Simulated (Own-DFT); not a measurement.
## Calculated data, AlGa$_{2}$N$_{3}$ (wurtzite random alloy, atoms displaced)

Computed with Own-DFT development build. A calculation, not a measurement: plane-wave PBE density functional theory by an unreviewed code, no spin, of a simulated periodic cell, stress positive in tension, free energy of the whole cell less one offset for each atom, forces on such cells passed a denser k mesh, this cell's mesh not checked; offsets are fitted by least squares, one for each functional and potential file, so energies compare only between cells with the same atoms and settings and are not formation energies; the far tail of each file's local potential was reset to the Coulomb form; each entry is a single point on an unrelaxed cell, so the pressure reflects the starting lattice, mostly measured values, from which strain is counted, and rises with the displacements; printed positions are rounded, which can move forces by about a meV/angstrom; the program is a retired in-house code; no spin-orbit coupling.

Common to all runs: functional PBE; potential files PseudoDojo norm-conserving, scalar-relativistic, standard set; wave cutoff 42 hartree; occupations Fermi-Dirac; smearing width 0.05 eV; k mesh 4 x 4 x 3 centred on Gamma.

```json
{"entry": 1, "formula": "AlGa2N3", "kind": "wurtzite random alloy, atoms displaced", "structure": {"cell_angstrom": [[9.49, 0.0, 0.0], [-4.745, 8.2186, 0.0], [0.0, 0.0, 10.2347]], "atoms_fractional": [["Ga", 0.11529, 0.22132, 0.00104], ["Ga", 0.22136, 0.10387, 0.24751], ["N", 0.10025, 0.21863, 0.17407], ["N", 0.22432, 0.11452, 0.44759], ["Al", 0.10355, 0.22034, 0.50156], ["Ga", 0.22458, 0.09988, 0.74747], ["N", 0.12198, 0.22359, 0.68891], ["N", 0.22298, 0.10688, 0.93574], ["Al", 0.11064, 0.56772, 0.99711], ["Ga", 0.20259, 0.439, 0.25117], ["N", 0.11695, 0.54894, 0.18921], ["N", 0.22075, 0.44641, 0.45106], ["Ga", 0.09734, 0.55647, 0.50857], ["Al", 0.22514, 0.43431, 0.74822], ["N", 0.10591, 0.54538, 0.70169], ["N", 0.22019, 0.45442, 0.9316], ["Ga", 0.09998, 0.88371, 0.00193], ["Al", 0.23179, 0.79016, 0.24742], ["N", 0.10671, 0.90408, 0.19058], ["N", 0.21883, 0.76573, 0.43593], ["Ga", 0.09408, 0.88201, 0.49868], ["Ga", 0.19992, 0.76846, 0.75109], ["N", 0.10221, 0.88544, 0.68352], ["N", 0.24104, 0.79447, 0.93995], ["Al", 0.43322, 0.21353, 0.01412], ["Ga", 0.54871, 0.10648, 0.25005], ["N", 0.44259, 0.22023, 0.19717], ["N", 0.54301, 0.109, 0.43812], ["Ga", 0.43112, 0.22033, 0.50652], ["Ga", 0.54657, 0.101, 0.74846], ["N", 0.42887, 0.22114, 0.69556], ["N", 0.54829, 0.1002, 0.92458], ["Al", 0.44062, 0.55453, 0.98112], ["Al", 0.56158, 0.45021, 0.24835], ["N", 0.45116, 0.54913, 0.19001], ["N", 0.54919, 0.45347, 0.45272], ["Ga", 0.44193, 0.54933, 0.49707], ["Ga", 0.55279, 0.43763, 0.73613], ["N", 0.44448, 0.56777, 0.68745], ["N", 0.55988, 0.44369, 0.93286], ["Ga", 0.4438, 0.89576, 0.01091], ["Ga", 0.56385, 0.77845, 0.2491], ["N", 0.46358, 0.8986, 0.194], ["N", 0.55827, 0.78539, 0.44479], ["Ga", 0.45145, 0.87229, 0.49955], ["Al", 0.54472, 0.79128, 0.74679], ["N", 0.43352, 0.87794, 0.68309], ["N", 0.57636, 0.77859, 0.94654], ["Ga", 0.76531, 0.21606, 0.02173], ["Ga", 0.87757, 0.10823, 0.25184], ["N", 0.77588, 0.21992, 0.20266], ["N", 0.88379, 0.1029, 0.44849], ["Ga", 0.77308, 0.23334, 0.49963], ["Ga", 0.89552, 0.09718, 0.73399], ["N", 0.77265, 0.22093, 0.68983], ["N", 0.88986, 0.10754, 0.94278], ["Al", 0.78305, 0.56772, 0.01161], ["Ga", 0.90067, 0.44371, 0.24751], ["N", 0.8035, 0.55714, 0.17466], ["N", 0.90222, 0.43057, 0.44548], ["Al", 0.77378, 0.55046, 0.49968], ["Ga", 0.89042, 0.44522, 0.74549], ["N", 0.7971, 0.56702, 0.6953], ["N", 0.89532, 0.44616, 0.93694], ["Ga", 0.78237, 0.87263, 0.98605], ["Al", 0.89897, 0.77879, 0.23554], ["N", 0.77979, 0.88117, 0.18649], ["N", 0.86482, 0.76797, 0.44836], ["Al", 0.77518, 0.88112, 0.50001], ["Ga", 0.89092, 0.78051, 0.75452], ["N", 0.76728, 0.87753, 0.68972], ["N", 0.86889, 0.75766, 0.94539]]}, "results": {"free_energy_of_cell_above_offsets [eV]": "11.919", "pressure [GPa]": 9.98, "stress_xx [GPa]": -11.05, "stress_yy [GPa]": -10.71, "stress_zz [GPa]": -8.19, "stress_yz [GPa]": -0.13, "stress_xz [GPa]": -0.79, "stress_xy [GPa]": -0.01, "force_element": ["Ga", "Ga", "N", "N", "Al", "Ga", "N", "N", "Al", "Ga", "N", "N", "Ga", "Al", "N", "N", "Ga", "Al", "N", "N", "Ga", "Ga", "N", "N", "Al", "Ga", "N", "N", "Ga", "Ga", "N", "N", "Al", "Al", "N", "N", "Ga", "Ga", "N", "N", "Ga", "Ga", "N", "N", "Ga", "Al", "N", "N", "Ga", "Ga", "N", "N", "Ga", "Ga", "N", "N", "Al", "Ga", "N", "N", "Al", "Ga", "N", "N", "Ga", "Al", "N", "N", "Al", "Ga", "N", "N"], "force_x [eV/angstrom]": [-1.31, -1.756, 0.701, -2.889, 0.669, -2.343, -0.524, 0.211, 1.187, 5.063, -2.822, -0.957, 3.963, -0.802, 1.58, 0.753, 0.727, 0.225, 2.754, -1.086, 1.186, 2.25, 0.474, -3.094, 1.052, 0.355, 0.207, 0.633, 2.057, 0.284, 3.322, -0.627, 1.122, 0.084, -1.179, 5.209, -3.215, 0.185, 0.117, -0.457, 3.077, 0.448, -2.505, 4.363, -5.43, 3.212, -1.828, -5.602, 1.399, 2.637, -1.347, 0.256, -0.156, -1.873, 0.293, -0.192, -0.021, -0.281, -2.073, -4.641, 0.185, -0.416, -2.036, -1.162, -2.452, -2.683, 0.95, 3.081, -1.928, -1.34, -0.291, 5.05], "force_y [eV/angstrom]": [0.652, 4.106, 0.043, -1.403, 0.494, 0.138, -0.626, -0.344, -1.539, -1.519, 4.425, -1.436, 0.982, 1.608, 0.826, -0.067, 0.698, -1.48, -4.02, 1.744, 0.197, 0.203, -0.041, -2.504, 1.421, 1.596, 1.379, 0.117, 0.358, 0.922, -0.165, 1.599, -0.047, -0.46, 0.284, -2.335, 2.659, 2.588, -0.706, -0.658, -0.2, -1.44, -2.186, -2.531, 3.102, -2.356, 0.966, -1.696, 0.461, -1.661, 0.537, 0.222, -4.942, 1.984, -0.621, -0.282, -5.607, -0.005, 0.446, 2.878, 0.222, -2.039, -1.534, 0.559, 5.446, -0.792, 0.36, -1.053, 1.246, -0.708, -0.139, 1.677], "force_z [eV/angstrom]": [-3.171, 2.284, 4.582, -1.77, -0.052, 1.074, -0.856, 1.191, -0.45, 1.533, -2.293, -1.246, 1.265, 0.217, -1.402, 0.609, -0.952, 0.879, -0.687, -0.968, -0.99, -0.209, 0.897, 0.416, -3.108, 2.192, -1.175, 0.696, -0.161, -1.806, -1.671, 4.764, 1.327, 0.506, -0.774, -2.854, 1.371, 2.09, 0.863, 1.791, -1.468, 0.245, -0.189, -2.341, 0.691, 1.849, 0.754, -2.379, -4.587, 0.479, -0.16, -0.502, 1.414, 2.262, -0.481, -0.844, -4.919, 1.051, 5.297, -3.072, 1.128, 2.241, -2.729, 1.912, 2.81, 2.2, 0.351, -2.702, 0.842, -0.165, -0.742, -2.2]}}
{"entry": 2, "formula": "AlGa2N3", "kind": "wurtzite random alloy, atoms displaced", "structure": {"cell_angstrom": [[9.49, 0.0, 0.0], [-4.745, 8.2186, 0.0], [0.0, 0.0, 10.2347]], "atoms_fractional": [["Ga", 0.10189, 0.20356, 0.99962], ["Ga", 0.22187, 0.11394, 0.23837], ["N", 0.09184, 0.21981, 0.19089], ["N", 0.23078, 0.11429, 0.45385], ["Ga", 0.10866, 0.21602, 0.49323], ["Ga", 0.22945, 0.11128, 0.7507], ["N", 0.12027, 0.23098, 0.68414], ["N", 0.22454, 0.11086, 0.94306], ["Ga", 0.10385, 0.5617, 0.01465], ["Al", 0.21315, 0.44856, 0.24571], ["N", 0.11134, 0.56589, 0.18197], ["N", 0.20664, 0.44864, 0.43678], ["Ga", 0.11581, 0.56573, 0.50507], ["Ga", 0.22551, 0.44605, 0.75045], ["N", 0.11161, 0.54455, 0.6688], ["N", 0.236, 0.44272, 0.94195], ["Ga", 0.11321, 0.88555, 0.00092], ["Ga", 0.23419, 0.78798, 0.26076], ["N", 0.1072, 0.89189, 0.18964], ["N", 0.20682, 0.79392, 0.43381], ["Ga", 0.10637, 0.89117, 0.49643], ["Al", 0.23524, 0.78182, 0.74842], ["N", 0.10438, 0.89008, 0.68403], ["N", 0.2458, 0.79883, 0.94863], ["Al", 0.43782, 0.22217, 0.00715], ["Ga", 0.55677, 0.10488, 0.25936], ["N", 0.44116, 0.23073, 0.19664], ["N", 0.54915, 0.10265, 0.45229], ["Ga", 0.43911, 0.22847, 0.50448], ["Ga", 0.55407, 0.10715, 0.74747], ["N", 0.43523, 0.22641, 0.68724], ["N", 0.55961, 0.11107, 0.94171], ["Al", 0.44647, 0.55753, 0.98482], ["Al", 0.54847, 0.44158, 0.24619], ["N", 0.43442, 0.54639, 0.19904], ["N", 0.55218, 0.44684, 0.44712], ["Ga", 0.43604, 0.55372, 0.50057], ["Ga", 0.54977, 0.42906, 0.76038], ["N", 0.43872, 0.55637, 0.67557], ["N", 0.54585, 0.41879, 0.92944], ["Ga", 0.436, 0.86964, 0.99306], ["Ga", 0.5545, 0.77315, 0.25192], ["N", 0.44629, 0.89678, 0.2013], ["N", 0.5616, 0.7737, 0.43663], ["Al", 0.43542, 0.88587, 0.49556], ["Ga", 0.56084, 0.77106, 0.7452], ["N", 0.45123, 0.88992, 0.67815], ["N", 0.55815, 0.78107, 0.93497], ["Ga", 0.7689, 0.21358, 0.00192], ["Al", 0.88885, 0.09809, 0.25687], ["N", 0.77576, 0.22611, 0.19861], ["N", 0.88976, 0.12213, 0.45451], ["Ga", 0.76689, 0.21254, 0.50509], ["Ga", 0.90848, 0.10603, 0.74112], ["N", 0.77292, 0.23794, 0.69396], ["N", 0.88041, 0.10123, 0.94446], ["Al", 0.76633, 0.56159, 0.98941], ["Ga", 0.88791, 0.45694, 0.24619], ["N", 0.77185, 0.54232, 0.17874], ["N", 0.88056, 0.45364, 0.45229], ["Al", 0.76197, 0.54536, 0.5106], ["Al", 0.89357, 0.45374, 0.75545], ["N", 0.79305, 0.55288, 0.6927], ["N", 0.88361, 0.44729, 0.94105], ["Ga", 0.78884, 0.8834, 0.00116], ["Al", 0.90517, 0.79611, 0.23556], ["N", 0.78722, 0.87696, 0.18194], ["N", 0.87607, 0.77707, 0.44486], ["Ga", 0.78024, 0.87686, 0.49391], ["Al", 0.89043, 0.77989, 0.74298], ["N", 0.78259, 0.9099, 0.68583], ["N", 0.90074, 0.78263, 0.93173]]}, "results": {"free_energy_of_cell_above_offsets [eV]": "11.686", "pressure [GPa]": 10.69, "stress_xx [GPa]": -12.52, "stress_yy [GPa]": -8.3, "stress_zz [GPa]": -11.25, "stress_yz [GPa]": -1.21, "stress_xz [GPa]": 0.38, "stress_xy [GPa]": -1.61, "force_element": ["Ga", "Ga", "N", "N", "Ga", "Ga", "N", "N", "Ga", "Al", "N", "N", "Ga", "Ga", "N", "N", "Ga", "Ga", "N", "N", "Ga", "Al", "N", "N", "Al", "Ga", "N", "N", "Ga", "Ga", "N", "N", "Al", "Al", "N", "N", "Ga", "Ga", "N", "N", "Ga", "Ga", "N", "N", "Al", "Ga", "N", "N", "Ga", "Al", "N", "N", "Ga", "Ga", "N", "N", "Al", "Ga", "N", "N", "Al", "Al", "N", "N", "Ga", "Al", "N", "N", "Ga", "Al", "N", "N"], "force_x [eV/angstrom]": [-1.022, -0.889, 1.738, -2.376, 0.079, -1.913, 0.946, 0.75, 0.62, 0.123, 0.984, 2.069, -2.382, -0.584, -0.839, -2.197, 0.466, -1.47, 2.242, 4.811, -2.713, -1.092, 1.666, -6.379, 1.737, -0.454, 1.04, -1.065, 2.226, 0.22, 2.142, -2.733, 0.723, 0.938, 0.106, 0.339, -0.326, 0.266, 1.615, -0.724, 5.089, 0.359, 1.344, -2.491, 0.778, -0.569, -1.215, 1.925, 1.005, -2.417, 1.534, 0.854, -0.248, -2.703, 1.595, 0.772, 2.089, 1.095, -3.164, 0.643, 0.98, 1.995, -3.62, 0.3, -1.743, -0.7, -2.846, 4.949, -4.428, -0.152, 1.144, -0.844], "force_y [eV/angstrom]": [2.059, 0.656, 0.824, -0.802, 1.811, -0.606, -0.617, -0.465, -0.694, -0.706, 0.056, -0.469, -0.217, -0.083, 1.781, -0.303, 0.799, -0.929, 0.403, -2.092, 0.86, -0.54, -0.75, -4.44, -1.695, 2.611, -0.948, 0.082, 0.151, 0.924, -0.933, -1.052, -0.467, 1.396, 0.397, 0.043, -0.404, 2.002, -0.073, 3.574, 5.158, -0.171, -1.939, 0.848, -0.223, 1.283, -1.226, -2.049, 1.256, 1.092, -1.226, -2.781, 2.629, 3.823, -0.632, 0.643, -1.487, -1.7, 2.901, -0.517, 1.122, -1.796, 2.103, 0.743, 0.636, -4.839, 1.843, -2.844, 3.769, -0.129, -5.699, -1.734], "force_z [eV/angstrom]": [0.231, 2.098, 0.238, -3.133, 0.692, 0.062, 0.55, -0.048, -5.404, 0.711, 4.937, -1.895, -5.129, 0.118, 8.503, -0.19, -0.154, -2.305, -0.557, 1.427, 1.276, -0.516, 1.711, -3.996, 0.262, 0.483, -1.586, -1.192, -0.419, 0.528, 0.494, -0.005, 2.015, 1.601, -2.236, -1.825, -2.606, -4.658, 3.698, 4.473, 3.225, -0.48, -2.002, 0.525, -0.009, -0.602, 0.887, 0.263, 0.693, 0.317, -0.335, -3.14, 0.854, 2.178, 0.314, -1.259, 0.819, 2.447, -0.845, -1.933, -0.791, -0.378, 0.098, -0.328, -1.243, 3.141, 1.608, -2.917, 2.047, -0.153, -0.552, -0.699]}}
{"entry": 3, "formula": "AlGa2N3", "kind": "wurtzite random alloy, atoms displaced", "structure": {"cell_angstrom": [[9.49, 0.0, 0.0], [-4.745, 8.2186, 0.0], [0.0, 0.0, 10.2347]], "atoms_fractional": [["Al", 0.13264, 0.22947, 0.99928], ["Al", 0.21855, 0.10953, 0.2611], ["N", 0.12633, 0.24125, 0.19002], ["N", 0.2225, 0.09708, 0.43004], ["Al", 0.10709, 0.20646, 0.50259], ["Al", 0.23993, 0.12763, 0.74647], ["N", 0.118, 0.21892, 0.69764], ["N", 0.21296, 0.10409, 0.94], ["Ga", 0.10164, 0.54913, 0.9997], ["Ga", 0.21542, 0.42476, 0.2566], ["N", 0.11934, 0.56553, 0.17909], ["N", 0.22673, 0.44292, 0.44529], ["Ga", 0.10262, 0.55592, 0.50276], ["Ga", 0.23771, 0.44864, 0.75875], ["N", 0.11182, 0.56929, 0.68559], ["N", 0.21296, 0.45314, 0.94706], ["Ga", 0.11367, 0.89475, 0.01172], ["Al", 0.22585, 0.77527, 0.26096], ["N", 0.11621, 0.89669, 0.18689], ["N", 0.22299, 0.75656, 0.45092], ["Al", 0.12497, 0.90598, 0.50626], ["Ga", 0.21827, 0.77855, 0.76058], ["N", 0.10572, 0.89665, 0.69557], ["N", 0.2063, 0.78158, 0.94885], ["Ga", 0.4573, 0.22595, 0.99724], ["Ga", 0.54585, 0.10154, 0.24453], ["N", 0.43489, 0.22376, 0.18342], ["N", 0.53362, 0.09287, 0.45641], ["Al", 0.45213, 0.21412, 0.49913], ["Ga", 0.56453, 0.09772, 0.76778], ["N", 0.438, 0.21951, 0.68627], ["N", 0.55503, 0.11326, 0.9438], ["Ga", 0.45054, 0.54186, 0.00103], ["Ga", 0.55574, 0.44074, 0.26128], ["N", 0.43674, 0.54942, 0.19849], ["N", 0.55089, 0.4493, 0.42686], ["Al", 0.4265, 0.56427, 0.49808], ["Ga", 0.55565, 0.43757, 0.73938], ["N", 0.44265, 0.54293, 0.69102], ["N", 0.55364, 0.44922, 0.94888], ["Ga", 0.44749, 0.8851, 0.02152], ["Ga", 0.56063, 0.78086, 0.24505], ["N", 0.43453, 0.89558, 0.17999], ["N", 0.55661, 0.77631, 0.44274], ["Ga", 0.45426, 0.89269, 0.49181], ["Ga", 0.55209, 0.7767, 0.73606], ["N", 0.43255, 0.88718, 0.69255], ["N", 0.53879, 0.76074, 0.92546], ["Ga", 0.77409, 0.22077, 0.99446], ["Al", 0.88279, 0.10166, 0.25892], ["N", 0.78073, 0.23267, 0.17797], ["N", 0.88144, 0.10887, 0.44651], ["Ga", 0.77228, 0.21729, 0.5077], ["Ga", 0.88767, 0.10672, 0.75164], ["N", 0.78683, 0.22666, 0.6835], ["N", 0.88063, 0.09733, 0.96513], ["Al", 0.78111, 0.55623, 0.00261], ["Al", 0.88067, 0.44436, 0.24668], ["N", 0.78538, 0.5649, 0.1844], ["N", 0.88132, 0.44998, 0.44542], ["Ga", 0.76401, 0.55641, 0.50496], ["Al", 0.91591, 0.45541, 0.74578], ["N", 0.7695, 0.55307, 0.685], ["N", 0.90092, 0.43853, 0.95541], ["Ga", 0.77491, 0.88692, 0.01109], ["Ga", 0.89848, 0.76835, 0.25704], ["N", 0.78857, 0.89227, 0.18857], ["N", 0.89941, 0.77858, 0.44235], ["Ga", 0.78233, 0.89919, 0.50433], ["Ga", 0.8824, 0.77256, 0.75582], ["N", 0.77033, 0.88284, 0.68968], ["N", 0.89084, 0.77637, 0.92251]]}, "results": {"free_energy_of_cell_above_offsets [eV]": "14.223", "pressure [GPa]": 11.62, "stress_xx [GPa]": -7.38, "stress_yy [GPa]": -12.67, "stress_zz [GPa]": -14.81, "stress_yz [GPa]": -1.27, "stress_xz [GPa]": 1.87, "stress_xy [GPa]": -0.26, "force_element": ["Al", "Al", "N", "N", "Al", "Al", "N", "N", "Ga", "Ga", "N", "N", "Ga", "Ga", "N", "N", "Ga", "Al", "N", "N", "Al", "Ga", "N", "N", "Ga", "Ga", "N", "N", "Al", "Ga", "N", "N", "Ga", "Ga", "N", "N", "Al", "Ga", "N", "N", "Ga", "Ga", "N", "N", "Ga", "Ga", "N", "N", "Ga", "Al", "N", "N", "Ga", "Ga", "N", "N", "Al", "Al", "N", "N", "Ga", "Al", "N", "N", "Ga", "Ga", "N", "N", "Ga", "Ga", "N", "N"], "force_x [eV/angstrom]": [-2.847, 0.087, -0.339, -0.35, 0.143, -2.038, -1.026, 1.495, 2.026, -1.285, -0.857, -2.327, 0.46, -2.477, 2.345, 3.891, -1.445, -1.104, 0.697, -1.005, -0.027, -0.949, 1.116, 3.066, -2.891, 0.055, 0.695, 2.171, -3.127, -1.109, 2.517, 0.867, -5.329, -0.135, 1.048, -0.616, 3.446, 0.078, -0.326, 5.355, -0.318, -0.002, 0.52, 0.546, -1.118, -0.829, 1.559, 0.416, 1.594, 0.078, 0.061, 1.594, -0.956, 0.89, -0.271, 1.185, 0.232, 1.611, -0.223, 0.145, 0.71, -3.851, 2.321, -5.736, 0.209, -0.614, -0.59, -0.323, 0.956, 0.264, 0.512, -0.52], "force_y [eV/angstrom]": [-0.173, 0.604, -8.493, 2.725, 1.988, -3.63, 0.379, 2.357, 3.961, 7.238, -0.48, -2.651, -3.026, -0.564, -0.873, -2.707, -0.389, -1.027, -0.076, 5.471, -4.47, 1.296, 1.01, -0.874, -0.067, 3.306, -0.825, 4.469, 2.278, 0.594, 0.043, -1.353, 3.123, 0.419, 1.331, -1.24, -0.734, 0.146, 1.965, -2.186, -1.719, -1.302, -1.56, 0.179, -4.721, -0.819, 0.285, 1.441, -0.483, 2.156, -1.67, 1.544, 1.297, -0.125, 0.506, 3.187, 0.601, 0.738, -1.994, -1.677, 0.505, -1.99, -0.299, -0.425, -2.612, 1.653, -0.322, 1.187, -2.997, 0.56, 1.054, -1.044], "force_z [eV/angstrom]": [0.885, -4.367, -1.584, 2.783, 0.555, 2.229, -1.678, -1.349, 1.525, 1.602, 4.21, 0.231, 0.023, 0.089, 1.017, -1.447, -2.451, -1.061, 3.798, -2.992, 1.444, 0.249, -1.652, -0.941, 0.623, 0.777, 1.763, -3.514, 0.645, -3.032, -1.085, 0.529, 1.989, -5.588, -1.023, 6.631, 0.856, 1.806, -2.384, -2.749, -9.959, 0.603, 8.439, -0.782, 2.913, 1.573, -0.779, 2.398, 0.673, -1.949, 3.719, -1.812, -2.083, 1.57, 3.492, -3.095, -1.164, 0.267, -0.028, -1.851, -1.201, 1.451, 1.679, -4.368, -3.048, -0.004, 2.77, 0.723, -0.068, -4.126, -0.33, 7.017]}}
```
